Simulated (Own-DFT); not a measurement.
# Strain and stress in C40 NbSi2, 36 atoms (Nb12Si24)

These are calculations, not measurements. The program, named Own-DFT, is a retired in-house plane-wave density functional code that no person has reviewed. Each row is one single-point run on a periodic cell that was not relaxed, without spin or spin-orbit coupling.

Settings of every run: PBE; PseudoDojo norm-conserving scalar-relativistic files; cutoff 42 hartree; 4 x 4 x 5 k mesh centred on Gamma; cold (Marzari-Vanderbilt) smearing of 0.2 eV.

Known limits: forces on such cells failed a check on a denser k mesh; stress not checked against mesh or cutoff.

Unstrained cell vectors in Å: (0.000, 8.324, 0.000); (-9.613, 0.000, 0.000); (0.000, 0.000, 6.586). The unstrained cell was taken from the Materials Project. The random moves and any unrelaxed bonds add to the pressure at no strain. Each run strains this cell uniformly, with the atoms carried along. Every atom was also moved at random, by a Gaussian of width 0.05 Å on each axis. Strain is the symmetric tensor, in per cent. Stress is positive in tension, and the pressure is minus a third of its trace.

```
run,e_xx (%),e_yy (%),e_zz (%),e_yz (%),e_xz (%),e_xy (%),s_xx (GPa),s_yy (GPa),s_zz (GPa),s_yz (GPa),s_xz (GPa),s_xy (GPa),P (GPa),E (meV/atom)
1,1.05,-0.91,0.40,1.61,-0.40,0.54,1.33,-4.17,-1.60,4.70,-1.40,1.92,1.48,0.0
2,1.18,1.03,-1.36,-0.99,-1.67,-0.43,1.68,1.18,-8.59,-3.22,-4.83,-1.50,1.91,14.1
3,-0.21,-1.09,-0.30,1.66,-0.98,-0.56,-4.37,-6.93,-6.17,4.96,-2.65,-1.93,5.82,17.2
4,-1.79,-0.41,1.66,-0.57,1.65,1.78,-8.44,-3.55,1.38,-1.72,4.96,6.47,3.54,22.0
5,0.34,-1.58,-1.51,-0.30,0.00,-1.86,-4.44,-10.00,-12.62,-1.55,0.14,-6.33,9.02,38.9
6,-0.45,1.44,0.33,-0.25,1.91,-1.01,-2.66,2.58,-1.88,-0.56,4.98,-2.88,0.65,15.2
7,1.71,0.10,-1.00,-1.87,1.00,-1.64,2.55,-2.53,-7.86,-5.81,3.01,-4.65,2.61,36.1
8,1.90,0.09,0.98,-0.16,-0.55,1.77,4.34,-0.13,1.84,0.43,-1.42,4.84,-2.01,18.6
9,1.61,1.05,1.42,-1.42,-1.48,0.87,4.66,3.84,4.33,-3.86,-4.18,2.15,-4.28,5.7
10,-0.03,-0.55,0.14,-1.83,-0.29,-0.40,-2.65,-3.93,-3.57,-5.54,-1.12,-1.23,3.38,5.5
11,0.24,1.15,-0.01,-1.97,0.86,0.25,-0.59,1.52,-2.68,-6.35,2.63,0.45,0.58,13.0
12,1.03,0.75,-1.50,-0.51,-1.04,-1.46,-0.27,-0.66,-10.20,-1.72,-4.25,-4.30,3.71,35.6
13,1.10,1.99,-0.35,0.27,1.48,-1.64,2.35,5.15,-2.96,0.47,3.60,-4.16,-1.51,10.6
14,-0.09,-0.48,0.81,-1.74,0.66,0.59,-2.44,-3.73,-0.47,-5.05,1.53,1.79,2.21,11.2
15,-1.48,0.53,-0.82,1.14,0.25,0.37,-9.17,-1.83,-8.35,3.54,0.70,1.55,6.45,20.4
16,-1.60,0.52,1.16,1.75,-1.80,-0.74,?,?,?,?,?,?,?,?
```

E is the free energy for each atom above the lowest run shown.

## Worked fit

Each stress component was fitted by least squares to a constant and the strains of the runs shown, as fractions, with shears doubled. Shear strains stay in the fit of a normal stress only where such slopes are resolved. The slopes, in GPa:

| stress | at no strain | per e_xx | per e_yy | per e_zz | scatter |
|---|---|---|---|---|---|
| s_xx | -2.8 | 363 ± 14 | 73 ± 14 | 87 ± 14 | 0.54 |
| s_yy | -2.5 | 59 ± 10 | 367 ± 11 | 99 ± 10 | 0.40 |
| s_zz | -4.1 | 73 ± 11 | 82 ± 12 | 468 ± 12 | 0.44 |

Each shear stress against twice its own strain: yz 152 ± 4, xz 147 ± 7, xy 153 ± 10 GPa. These are stiffnesses along x, y and z of the frame in which the cell vectors are given, which need not be the crystal's axes. The atoms are held to the strained lattice; where symmetry lets them move under strain, relaxing them would lower some slopes. The table should be nearly symmetric about its diagonal, and what it lacks of that shows the noise. A ninth of its sum, 186 ± 8 GPa, estimates the bulk modulus near the mean pressure of these runs, 2.2 GPa, so it lies above the value at zero pressure.

## Withheld run

Question: what normal stresses and pressure should run 16 give?

The fit gives s_xx = -7.2, s_yy = -0.4, s_zz = 0.6 and P = 2.3 GPa. The calculation gave -7.44, -0.88, 0.09 and P = 2.74 GPa.
